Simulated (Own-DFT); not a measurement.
# A layer strained by its substrate: wurtzite AlN, 72 atoms (Al36N36)

Source: density functional calculations with Own-DFT, an unreviewed in-house program that is no longer used. Nothing was measured or relaxed, and spin and spin-orbit coupling are left out.

All runs used: PBE; PseudoDojo norm-conserving scalar-relativistic files; cutoff 42 hartree; 3 x 3 x 2 k mesh centred on Gamma; Fermi-Dirac smearing of 0.1 eV.

Caveats: forces on such cells moved up to 12 meV/angstrom on a denser k mesh; stress not checked against mesh or cutoff.

Unstrained cell vectors in Å: (9.336, 0.000, 0.000); (-4.668, 8.085, 0.000); (0.000, 0.000, 9.964). The unstrained cell has measured lattice constants (interpolated for alloys), not those of this functional. That, the random moves and any unrelaxed bonds set the pressure at no strain. Each run strains x and y alike by e, as a substrate would, and holds the height along z. All atoms carry random offsets, Gaussian with a width of 0.05 Å per axis. Stress is positive in tension.

| e (%) | u (Å) | (s_xx + s_yy)/2 (GPa) | s_zz (GPa) |
|---|---|---|---|
| -3.00 | 0.050 | -26.02 | -11.27 |
| -2.75 | 0.047 | -23.79 | -10.44 |
| -2.00 | 0.051 | -17.74 | -9.79 |
| -1.50 | 0.055 | -15.63 | -7.25 |
| -1.25 | 0.049 | -13.72 | -5.96 |
| 0.75 | 0.047 | ? | ? |
| 1.50 | 0.044 | 3.37 | -3.94 |
| 1.75 | 0.053 | 3.26 | -3.57 |
| 2.00 | 0.055 | 4.17 | -1.83 |
| 2.25 | 0.053 | 5.73 | -3.52 |

## What the rows give

With e as a fraction, the in-plane stress is -5.6 + 578 e - 3177 e² GPa (errors 12 and 1013, scatter 0.64), and s_zz is -5.9 + 152 e GPa (slope ± 18, scatter 1.08). At e = 0 the first slope is C11 + C12 and the second 2 C13, both with the ions held to the strained lattice and at the cell's own pressure. The term in e² is negative: the layer stiffens under compression and softens under tension. A free layer would change its height as e changes, and the in-plane slope would drop by 2 C13²/C33 to the biaxial modulus. At fixed height, a misfit of 1 % moves the in-plane stress by about 5.8 GPa and s_zz by 1.5 GPa.

## Prediction

Q: what are the two stresses at e = 0.75 %?

From the fit: -1.5 and -4.7 GPa. The hidden result is -1.25 and -3.80 GPa.
